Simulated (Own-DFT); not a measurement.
## Calculated data, SiC (4H silicon carbide, atoms displaced), Si3N4 (beta silicon nitride, strained, atoms displaced), SiC (3C silicon carbide, strained, atoms displaced)

All values are calculated (Own-DFT development build). A calculation, not a measurement: plane-wave PBE density functional theory by an unreviewed code, no spin, of a simulated periodic cell, stress positive in tension, free energy of the whole cell less one offset for each atom, forces on such cells passed a denser k mesh, this cell's mesh not checked; offsets are fitted by least squares, one for each functional and potential file, so energies compare only between cells with the same atoms and settings and are not formation energies; the far tail of each file's local potential was reset to the Coulomb form; each entry is a single point on an unrelaxed cell, so the pressure reflects the starting lattice, mostly measured values (interpolated for alloys), from which strain is counted, and rises with the displacements; printed positions are rounded, which can move forces by about a meV/angstrom; the program, named Own-DFT, is a retired in-house code; no spin-orbit coupling.

Settings shared by all entries: functional PBE; potential files PseudoDojo norm-conserving, scalar-relativistic, standard set; wave cutoff 42 hartree; occupations Fermi-Dirac; smearing width 0.1 eV.

(1) SiC (4H silicon carbide, atoms displaced)

```
CELL_PARAMETERS angstrom
12.33080 0.00000 0.00000
-6.16540 10.67880 0.00000
0.00000 0.00000 10.06810
ATOMIC_POSITIONS crystal
Si 0.99556 0.99838 0.40764
Si 0.08122 0.16417 0.15996
C 0.99355 0.99499 0.09250
C 0.08081 0.16395 0.33872
Si 0.00215 0.25692 0.40621
Si 0.08355 0.41773 0.15519
C 0.99624 0.24521 0.09397
C 0.08371 0.41944 0.34572
Si 0.00037 0.50296 0.40849
Si 0.08286 0.66901 0.15870
C 0.99850 0.50164 0.09868
C 0.08082 0.66338 0.33861
Si 0.99539 0.75221 0.40930
Si 0.08765 0.92103 0.15671
C 0.00318 0.74870 0.09905
C 0.08392 0.91727 0.34097
Si 0.24551 0.99692 0.40871
Si 0.33070 0.16446 0.15338
C 0.24701 0.99531 0.09226
C 0.32754 0.16080 0.34439
Si 0.25178 0.25455 0.40129
Si 0.33450 0.41651 0.15116
C 0.24929 0.24802 0.09630
C 0.33302 0.41478 0.34508
Si 0.25138 0.50129 0.41098
Si 0.32775 0.66208 0.15689
C 0.24961 0.50234 0.09603
C 0.33176 0.66515 0.33923
Si 0.24915 0.75241 0.40836
Si 0.33440 0.91925 0.15032
C 0.24362 0.74652 0.09071
C 0.33806 0.92085 0.34214
Si 0.49412 0.99673 0.40877
Si 0.58669 0.17049 0.15606
C 0.50039 0.99634 0.09663
C 0.58443 0.16959 0.34685
Si 0.50120 0.25544 0.40756
Si 0.58405 0.41659 0.15094
C 0.50485 0.25280 0.08848
C 0.58859 0.41961 0.34630
Si 0.49776 0.50220 0.40466
Si 0.58481 0.66368 0.15566
C 0.50375 0.49883 0.08508
C 0.58877 0.67120 0.34617
Si 0.49947 0.75187 0.40505
Si 0.57989 0.91539 0.15516
C 0.49753 0.75066 0.09076
C 0.58193 0.91472 0.34858
Si 0.75033 0.99977 0.40444
Si 0.83401 0.16845 0.15492
C 0.75632 0.00082 0.09209
C 0.83858 0.17520 0.33885
Si 0.74956 0.24600 0.40814
Si 0.83390 0.41923 0.16042
C 0.74827 0.25202 0.09076
C 0.83537 0.41463 0.34314
Si 0.74972 0.49582 0.40040
Si 0.83670 0.67073 0.15595
C 0.75675 0.49708 0.09975
C 0.83222 0.66772 0.34646
Si 0.75595 0.75336 0.40344
Si 0.83557 0.91725 0.14917
C 0.75047 0.75237 0.09410
C 0.82781 0.91004 0.34340
Si 0.99807 0.99633 0.91024
Si 0.91288 0.83378 0.65731
C 0.00247 0.00110 0.59291
C 0.91618 0.83332 0.84897
Si 0.00008 0.75016 0.89960
Si 0.92020 0.58810 0.65850
C 0.99801 0.75386 0.59089
C 0.91881 0.58714 0.84116
Si 0.99906 0.49583 0.90492
Si 0.91335 0.33115 0.65335
C 0.00300 0.49551 0.59518
C 0.91549 0.32987 0.84416
Si 0.00335 0.25073 0.90681
Si 0.91965 0.08503 0.66054
C 0.99757 0.24852 0.59495
C 0.91705 0.08387 0.84353
Si 0.75300 0.00422 0.89826
Si 0.67185 0.83636 0.66070
C 0.74987 0.00045 0.59272
C 0.66292 0.82915 0.84120
Si 0.75160 0.75631 0.90078
Si 0.66815 0.58493 0.65856
C 0.75436 0.75512 0.59544
C 0.66928 0.58261 0.84353
Si 0.74872 0.50147 0.90691
Si 0.67037 0.33646 0.65185
C 0.75270 0.49801 0.58828
C 0.66673 0.33287 0.84273
Si 0.75439 0.25276 0.90468
Si 0.66738 0.08545 0.65654
C 0.75190 0.24364 0.59405
C 0.66227 0.07988 0.84205
Si 0.49828 0.99551 0.90771
Si 0.41387 0.83375 0.65650
C 0.49736 0.00140 0.59587
C 0.41766 0.83565 0.84277
Si 0.49912 0.74975 0.90944
Si 0.41444 0.58440 0.65809
C 0.50093 0.75225 0.59585
C 0.41476 0.58181 0.84020
Si 0.49729 0.49756 0.90605
Si 0.42052 0.33472 0.65500
C 0.50287 0.50372 0.59531
C 0.41920 0.33562 0.84242
Si 0.49968 0.24729 0.90333
Si 0.41425 0.08477 0.65390
C 0.50141 0.25034 0.59388
C 0.41319 0.08351 0.84319
Si 0.25216 0.99936 0.90940
Si 0.16879 0.83459 0.65665
C 0.24897 0.99759 0.59510
C 0.16604 0.83198 0.84263
Si 0.25187 0.75209 0.90399
Si 0.17142 0.58324 0.65666
C 0.25036 0.74945 0.59647
C 0.16716 0.58211 0.84804
Si 0.24815 0.49993 0.91113
Si 0.16880 0.33690 0.65946
C 0.25101 0.50051 0.59395
C 0.16997 0.34040 0.84964
Si 0.24990 0.24730 0.90558
Si 0.16289 0.08525 0.65620
C 0.25193 0.25325 0.59340
C 0.16562 0.08156 0.84439
```

| Quantity | Value |
| --- | --- |
| hardware | one NVIDIA H200 |
| k mesh | 3 x 3 x 3 centred on Gamma |
| free energy of cell above offsets | -18.535 eV |
| pressure | 3.84 GPa |
| stress xx | -3.36 GPa |
| stress yy | -3.41 GPa |
| stress zz | -4.74 GPa |
| stress yz | 0.41 GPa |
| stress xz | -0.25 GPa |
| stress xy | -0.41 GPa |
| wall time | 516.4 s |

Force:
```
element  x (eV/Å)  y (eV/Å)  z (eV/Å)
     Si     0.495     0.257    -0.817
     Si    -0.327    -0.051    -1.502
      C     2.241     1.434     0.346
      C    -0.227     0.775     2.075
     Si     0.526     -1.26    -0.114
     Si    -0.576    -0.539     0.596
      C     0.874     1.389    -0.287
      C     0.628     0.325    -0.143
     Si     0.336    -0.658     -0.33
     Si     0.436    -0.887    -0.904
      C     0.659    -0.393    -1.223
      C    -0.249     1.481     2.495
     Si     1.308    -0.447     -1.51
     Si    -1.111    -1.804    -0.207
      C    -1.347     1.296    -1.663
      C    -0.723    -0.062      0.94
     Si     0.761     0.391    -0.323
     Si     1.113     0.283     0.686
      C     0.365     1.547    -0.035
      C     0.596     1.483    -0.194
     Si    -0.134    -2.177     0.875
     Si    -0.105     0.085     0.848
      C    -0.394     0.082    -0.854
      C    -0.239     1.376    -1.035
     Si    -0.392     -0.14    -1.392
     Si     0.107     1.785    -0.589
      C     0.696    -1.301    -0.362
      C     0.032     0.407     1.646
     Si     0.238    -0.505    -1.086
     Si     0.355    -1.517      1.31
      C     1.169     1.016     0.363
      C    -1.827    -1.277    -0.144
     Si     1.504     1.498    -0.053
     Si    -0.232    -0.763      0.35
      C    -0.927     1.475     -0.96
      C    -0.174    -0.642     -0.29
     Si     0.056    -1.361    -0.555
     Si     1.005     0.025     1.058
      C    -1.086    -1.046     0.726
      C    -2.072    -0.412    -1.307
     Si     1.498     0.372     0.675
     Si    -0.725     1.048      0.05
      C     -0.96     0.174     1.933
      C     -0.89    -0.948     -0.57
     Si     0.428    -0.729     0.536
     Si     1.845     -0.07     0.752
      C     0.462    -0.935     1.119
      C    -0.358     1.049    -1.038
     Si    -0.066     0.436    -0.002
     Si    -0.577    -0.325    -0.398
      C    -1.975     0.084    -0.476
      C      0.03    -1.882     0.985
     Si    -0.319     0.791    -0.592
     Si     1.686    -1.422    -0.351
      C     1.086    -0.043     0.344
      C    -0.421    -0.034     1.001
     Si     0.632     1.284     0.915
     Si     0.101    -0.597      0.21
      C    -2.963     1.799    -1.519
      C     0.519    -0.601    -0.673
     Si    -1.172    -1.384     1.224
     Si    -1.233     -0.82     1.866
      C       0.3     -0.75    -1.026
      C       0.6     2.414     -0.74
     Si     0.047     0.987    -0.876
     Si     1.316     0.747     0.334
      C     -1.09    -0.281     0.349
      C     0.134     0.245    -1.317
     Si     0.394    -0.025     2.086
     Si     0.126    -1.087    -1.349
      C     0.945    -0.222     1.231
      C    -0.002     -1.16     0.733
     Si    -0.542     1.029     0.724
     Si     1.088     0.075     0.815
      C    -0.989     1.508     0.048
      C     0.537      0.53    -0.442
     Si    -0.521    -0.162     0.202
     Si    -0.561    -0.331     -1.46
      C     0.878     0.646    -0.041
      C     0.896     0.067     0.292
     Si    -0.628     -1.12      1.47
     Si    -1.332     -0.45     -1.76
      C     0.486     0.332     0.459
      C      0.08     1.478     0.963
     Si     0.188    -1.971     1.457
     Si     0.534    -0.161    -1.006
      C    -0.642      -1.1    -0.457
      C    -1.163     0.736     0.492
     Si     1.324     -0.53      0.26
     Si     0.174    -0.935     0.745
      C    -0.332     1.025     0.519
      C     0.322     0.342    -0.331
     Si    -1.375    -0.981     0.186
     Si    -0.221    -1.655    -0.097
      C    -1.464     1.587     -0.39
      C     0.502     0.982     0.466
     Si    -0.391     1.336    -0.213
     Si     1.229     0.498    -0.067
      C     0.319    -0.119    -0.203
      C    -0.023    -0.985     0.317
     Si    -0.213    -0.422    -1.302
     Si     1.109     0.385    -0.684
      C    -0.113     -0.18    -0.296
      C    -0.134     0.253     1.771
     Si     0.507     0.927     -1.75
     Si    -0.618     0.376     0.061
      C    -0.418    -0.334    -0.402
      C    -0.241    -1.088     0.256
     Si     0.024     0.798    -0.144
     Si     0.432    -0.234     0.447
      C     -0.09     0.312    -0.129
      C     1.055    -0.463     0.238
     Si    -0.951    -0.281    -1.333
     Si    -0.791    -0.339    -0.085
      C    -0.726     0.772    -0.223
      C     0.085     0.562     0.081
     Si    -0.378    -0.846     0.455
     Si    -1.118    -0.354     0.615
      C    -0.488    -0.139    -0.578
      C    -0.161     0.311    -0.816
     Si     0.642      1.08    -0.486
     Si    -0.256    -0.653     -0.23
      C     0.231     0.055     0.191
      C     0.404    -1.896    -0.723
     Si    -0.121     0.747      0.09
     Si       1.6    -0.033    -0.068
      C    -0.143      -0.2      -0.1
      C    -0.254    -0.075     0.341
```

(2) Si3N4 (beta silicon nitride, strained, atoms displaced)

```
CELL_PARAMETERS angstrom
7.63520 0.03120 0.09940
-3.79060 6.54950 -0.07900
0.11410 -0.03880 8.66390
ATOMIC_POSITIONS crystal
Si 0.17580 0.77633 0.08638
Si 0.21939 0.40614 0.07560
Si 0.61700 0.83927 0.07629
Si 0.83265 0.22183 0.26112
Si 0.77348 0.60677 0.24754
Si 0.40099 0.18424 0.24144
N 0.33740 0.03995 0.08661
N 0.97802 0.31184 0.08461
N 0.70508 0.67227 0.07864
N 0.65603 0.96328 0.25692
N 0.03766 0.69287 0.25143
N 0.30924 0.33026 0.24173
N 0.33374 0.68331 0.08180
N 0.66097 0.32732 0.25223
Si 0.16831 0.76273 0.42458
Si 0.24265 0.41939 0.41451
Si 0.59497 0.81837 0.42790
Si 0.81445 0.22352 0.57796
Si 0.75995 0.59059 0.58199
Si 0.40548 0.16443 0.58797
N 0.33005 0.02732 0.41341
N 0.96745 0.30155 0.42195
N 0.70618 0.67686 0.41251
N 0.64657 0.95199 0.57058
N 0.03183 0.68757 0.58846
N 0.29749 0.33810 0.58444
N 0.31689 0.66255 0.41078
N 0.68484 0.35455 0.59043
Si 0.17991 0.78209 0.74843
Si 0.23855 0.40401 0.75609
Si 0.58753 0.82371 0.74569
Si 0.83619 0.23579 0.91546
Si 0.76226 0.60156 0.91470
Si 0.38927 0.16747 0.92159
N 0.33294 0.03058 0.75780
N 0.96740 0.30397 0.75145
N 0.70133 0.66021 0.75536
N 0.67131 0.96836 0.91292
N 0.04182 0.70911 0.92324
N 0.30096 0.33882 0.92063
N 0.34187 0.67173 0.75659
N 0.66844 0.33335 0.91650
```

| Property | Result |
| --- | --- |
| k mesh | 3 x 3 x 3 centred on Gamma |
| free energy of cell above offsets | -0.628 eV |
| pressure | 11.57 GPa |
| stress xx | -5.63 GPa |
| stress yy | -10.47 GPa |
| stress zz | -18.61 GPa |
| stress yz | -3.58 GPa |
| stress xz | 5.39 GPa |
| stress xy | 4.55 GPa |

Force:
```
element  x (eV/Å)  y (eV/Å)  z (eV/Å)
     Si     1.021     0.323    -0.017
     Si     2.478     4.363     3.453
     Si    -4.025    -2.063     2.626
     Si    -3.527     1.031     -2.51
     Si     2.729    -3.455    -1.118
     Si      5.21    -1.939     3.337
      N    -0.944     -2.31    -1.511
      N    -2.863    -2.803     0.616
      N    -1.078     1.239     2.341
      N     1.763     0.363    -0.655
      N    -2.907    -0.009     0.923
      N    -5.795     3.728     0.649
      N     3.561    -1.966    -0.145
      N     1.255     1.831     0.218
     Si    -0.517      1.55    -2.356
     Si    -0.619    -3.024    -0.111
     Si     -3.03     -3.66    -9.098
     Si     0.928     1.294     2.406
     Si     1.794     3.238     0.098
     Si    -0.427     2.849    -2.158
      N    -0.514     0.551     1.131
      N     2.305     0.134    -0.486
      N     0.148    -0.362      2.28
      N     0.253     6.454     8.074
      N    -1.998     0.639     0.497
      N     2.685    -1.566    -0.724
      N     4.166     1.334     0.719
      N    -1.448    -7.248    -0.491
     Si     0.489     -4.35      1.84
     Si    -3.188     1.642    -1.476
     Si     1.822    -0.256     1.342
     Si    -3.089      0.01     1.359
     Si     5.638    -3.225     0.822
     Si      3.13      3.13      0.69
      N    -0.151     1.382    -1.932
      N     1.945    -0.297    -2.096
      N    -3.722     2.966    -3.366
      N     0.753     1.978     -1.06
      N    -2.589    -0.444     -1.97
      N     1.679    -1.654    -1.555
      N    -2.125    -1.229    -0.678
      N    -1.194    -0.169     0.093
```

(3) SiC (3C silicon carbide, strained, atoms displaced)

```
CELL_PARAMETERS angstrom
13.18860 0.12690 0.21740
0.08460 8.72910 0.14150
0.14500 0.14150 8.64930
ATOMIC_POSITIONS crystal
Si 0.99833 0.01255 0.00847
Si 0.99830 0.23291 0.24550
Si 0.16653 0.99989 0.24675
Si 0.15979 0.25667 0.99268
C 0.08513 0.12203 0.12982
C 0.08061 0.37259 0.37925
C 0.24311 0.12607 0.38370
C 0.25093 0.37210 0.12143
Si 0.99304 0.99829 0.50099
Si 0.99550 0.25431 0.75201
Si 0.16938 0.99941 0.74085
Si 0.16661 0.24702 0.49973
C 0.09021 0.11077 0.62300
C 0.07990 0.37564 0.86498
C 0.24762 0.12185 0.86724
C 0.25030 0.37715 0.62312
Si 0.00211 0.49491 0.99780
Si 0.00181 0.75093 0.24794
Si 0.16607 0.49315 0.25263
Si 0.16145 0.75128 0.00031
C 0.08215 0.63214 0.12930
C 0.08880 0.86554 0.37682
C 0.25288 0.62719 0.37620
C 0.24548 0.87206 0.12849
Si 0.00253 0.51124 0.49924
Si 0.99631 0.75925 0.74903
Si 0.16559 0.50079 0.74026
Si 0.17061 0.75608 0.50231
C 0.08733 0.62317 0.62054
C 0.08222 0.86624 0.86950
C 0.24635 0.62548 0.86997
C 0.25084 0.86523 0.62416
Si 0.33340 0.99910 0.00976
Si 0.33498 0.25326 0.24685
Si 0.50017 0.01173 0.26018
Si 0.50142 0.25685 0.01434
C 0.42031 0.11663 0.13981
C 0.42031 0.37690 0.37286
C 0.57145 0.12246 0.37825
C 0.58550 0.37722 0.12671
Si 0.33451 0.99699 0.50134
Si 0.33312 0.25204 0.74304
Si 0.50550 0.00582 0.74378
Si 0.50303 0.25635 0.49744
C 0.42127 0.12415 0.62287
C 0.42716 0.36601 0.88580
C 0.58136 0.12468 0.87956
C 0.58516 0.37993 0.63201
Si 0.33336 0.49328 0.00168
Si 0.33509 0.74843 0.24428
Si 0.50004 0.50316 0.25076
Si 0.49547 0.74904 0.01395
C 0.41570 0.63911 0.11353
C 0.41457 0.87190 0.37922
C 0.58744 0.62651 0.37206
C 0.57750 0.87404 0.11779
Si 0.32860 0.49103 0.50566
Si 0.33605 0.74689 0.73564
Si 0.49901 0.50654 0.74672
Si 0.50491 0.74711 0.50148
C 0.41090 0.61713 0.63023
C 0.41800 0.87285 0.86570
C 0.58530 0.61944 0.88107
C 0.58414 0.87648 0.63036
Si 0.66464 0.00998 0.00387
Si 0.67042 0.24047 0.25139
Si 0.82901 0.99811 0.26472
Si 0.83684 0.24997 0.00354
C 0.74772 0.12868 0.13043
C 0.75180 0.37514 0.38247
C 0.92057 0.12370 0.38655
C 0.91684 0.36689 0.12806
Si 0.66478 0.99177 0.49269
Si 0.67266 0.25536 0.75652
Si 0.83507 0.99247 0.73922
Si 0.83524 0.25733 0.50084
C 0.75297 0.12700 0.62583
C 0.74721 0.37371 0.87707
C 0.91758 0.12341 0.87682
C 0.91485 0.37079 0.63136
Si 0.66888 0.49490 0.99157
Si 0.66286 0.75669 0.24993
Si 0.82884 0.49602 0.25295
Si 0.83014 0.75373 0.99461
C 0.75241 0.62379 0.13066
C 0.75810 0.87574 0.37514
C 0.91734 0.63822 0.37576
C 0.91815 0.87380 0.12288
Si 0.66774 0.50193 0.49583
Si 0.67020 0.74128 0.75282
Si 0.83324 0.49993 0.74455
Si 0.82836 0.74676 0.49473
C 0.75133 0.61432 0.63160
C 0.75040 0.86558 0.86539
C 0.92026 0.62374 0.87088
C 0.91816 0.87101 0.62609
```

| Quantity | Value |
| --- | --- |
| k mesh | 3 x 4 x 4 centred on Gamma |
| free energy of cell above offsets | -5.097 eV |
| pressure | 5.95 GPa |
| stress xx | -4.06 GPa |
| stress yy | -5.76 GPa |
| stress zz | -8.01 GPa |
| stress yz | 9.18 GPa |
| stress xz | 7.49 GPa |
| stress xy | 5.98 GPa |

Force:
```
element  x (eV/Å)  y (eV/Å)  z (eV/Å)
     Si     0.885     -2.95    -1.605
     Si     0.511     2.949     1.986
     Si     0.452    -0.604      2.19
     Si     2.081    -1.499      0.11
      C     -0.25     0.606    -1.744
      C    -0.238    -0.417    -0.772
      C     2.771    -0.834    -2.472
      C    -1.181    -0.287     0.373
     Si     4.364    -1.341     0.693
     Si     1.854    -1.945    -0.588
     Si     0.327    -2.052     2.492
     Si    -1.238     0.842     0.992
      C    -3.472     2.723     -0.68
      C      0.27    -0.036     0.678
      C     0.345       0.8     1.287
      C    -1.372    -2.106     0.682
     Si    -0.614      1.67     0.597
     Si    -0.072     1.078     0.712
     Si     0.175     1.667     0.107
     Si     1.441    -0.267    -0.829
      C     0.291    -3.147    -0.765
      C     -2.37     2.134    -0.943
      C    -0.215    -1.352    -0.308
      C     0.867      0.23    -0.875
     Si    -0.512    -1.154     0.224
     Si     2.357    -2.499     0.622
     Si     0.531     0.647     1.736
     Si     -0.09     -1.81     -0.58
      C    -1.443     1.288     0.013
      C    -0.211     2.647     0.636
      C     0.742    -0.861      0.46
      C      0.29     1.963    -0.508
     Si     0.222    -0.216     -2.25
     Si    -0.555    -1.148     1.558
     Si    -0.755    -4.521    -0.788
     Si     1.003    -2.437    -0.505
      C    -2.138     2.358    -2.532
      C     -1.39     0.129     0.221
      C     4.999     0.633     0.167
      C       0.3     -0.36     0.987
     Si    -0.473     0.573     0.171
     Si     1.114    -1.032      1.85
     Si    -1.299    -0.461     2.374
     Si     -0.63      0.25     1.843
      C    -1.154     0.878    -0.668
      C    -3.232     2.076    -2.179
      C     0.767     1.208    -0.416
      C      0.05    -0.514    -1.759
     Si     0.434     1.872    -1.928
     Si    -0.962     0.742     1.687
     Si     0.461     0.761    -0.907
     Si     3.363      2.77    -6.053
      C    -2.546    -5.422     3.744
      C     1.201    -0.218    -0.809
      C    -1.035    -0.172     0.619
      C     1.553     1.512     2.517
     Si     2.138     2.654    -2.434
     Si    -1.139     0.875     3.965
     Si     0.828    -1.291     2.346
     Si     -1.72     0.418     0.497
      C     2.051    -0.549    -2.426
      C    -0.033     0.364     1.039
      C    -1.128     1.173    -0.869
      C     1.093     -1.92    -1.443
     Si     0.235    -2.176    -1.119
     Si    -2.403     2.777     1.521
     Si     3.777     2.034    -3.711
     Si    -0.929     0.054    -0.678
      C      1.56    -2.001     -0.74
      C    -0.968    -0.885    -1.257
      C    -2.696     0.512    -2.062
      C    -0.047     0.544    -0.145
     Si     0.277     1.754     1.743
     Si    -1.794    -1.388     -0.75
     Si    -0.676     1.173     2.042
     Si     0.475    -1.187     1.172
      C    -0.831    -0.357    -0.814
      C     2.613     -0.45    -0.254
      C    -1.067     0.227    -0.354
      C     0.291     1.382    -1.985
     Si    -0.547     1.328     2.631
     Si     1.444    -0.468    -1.531
     Si     2.205     1.111    -0.376
     Si     1.795    -1.211     1.104
      C    -1.219     0.412    -1.275
      C    -5.078    -1.524     1.004
      C    -0.656    -2.667     -0.19
      C    -1.227     1.154     0.738
     Si    -0.138     -0.51      1.69
     Si    -1.422     0.785      0.32
     Si     1.434    -0.728     2.523
     Si     1.916    -0.571     2.384
      C    -1.229      1.96    -2.899
      C    -0.371      2.12      1.03
      C    -1.579    -0.337     0.432
      C    -1.808     0.063    -1.736
```
